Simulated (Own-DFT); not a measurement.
# One host, several defects: C11b WSi2

Everything here is calculated. The program is Own-DFT (plane waves, in-house, since retired, never reviewed by a person); positions were held fixed, and spin and spin-orbit coupling were off.

Settings: PBE; PseudoDojo norm-conserving scalar-relativistic files; cutoff 50 hartree; 5 x 5 x 5 k mesh centred on Gamma; cold (Marzari-Vanderbilt) smearing of 0.2 eV.

Limits: forces on such cells failed a check on a denser k mesh; stress not checked against mesh or cutoff.

All runs share one cell, with vectors in Å (-2.148, -5.953, 3.409); (-6.444, 2.976, 1.136); (-2.553, -2.948, -6.757) and a volume of 403.2 Å³. u is the rms random offset of the atoms per axis. The defect's site can differ from row to row.

```
cell,formula,u (Å),P (GPa)
no defect,Si20W10,0.0208,4.58
no defect,Si20W10,0.0513,5.94
no defect,Si20W10,0.0524,6.28
one W on a Si site,Si19W11,0.0285,9.84
one W on a Si site,Si19W11,0.0298,9.71
one W on a Si site,Si19W11,0.0448,10.12
one W vacancy,Si20W9,0.0241,3.38
one W vacancy,Si20W9,0.0284,3.51
one W vacancy,Si20W9,0.0515,4.74
one Si on a W site,Si21W9,0.0288,6.40
one Si on a W site,Si21W9,0.0455,7.19
one Si on a W site,Si21W9,0.0527,7.88
one Si vacancy,Si19W10,0.0293,3.42
one Si vacancy,Si19W10,0.0306,?
one Si vacancy,Si19W10,0.0401,3.68
one Si vacancy,Si19W10,0.0536,5.11
```

## What the rows give

P = P0 + c u² + a shift for each defect gives P0 = 4.26 GPa, c = 691 ± 61 GPa/Å² and a scatter of 0.20 GPa. The shifts, and each times the cell's volume:

- one W on a Si site: 4.77 ± 0.17 GPa, 12.0 eV
- one Si on a W site: 1.59 ± 0.17 GPa, 4.0 eV
- one W vacancy: -1.32 ± 0.17 GPa, -3.3 eV
- one Si vacancy: -1.42 ± 0.17 GPa, -3.6 eV

A positive shift means that the defect pushes the cell outwards. Shift times volume (160.2 GPa Å³ is 1 eV) depends little on the cell's size, so, taken for each site, it can be compared between cells at like pressure. The atoms around the defects weren't relaxed, which would change these numbers.

## Test on the hidden row

Q: what pressure belongs in the blank (one Si vacancy, u = 0.0306 Å)?

The fit gives 3.49 ± 0.24 GPa. Computed: 3.56 GPa.
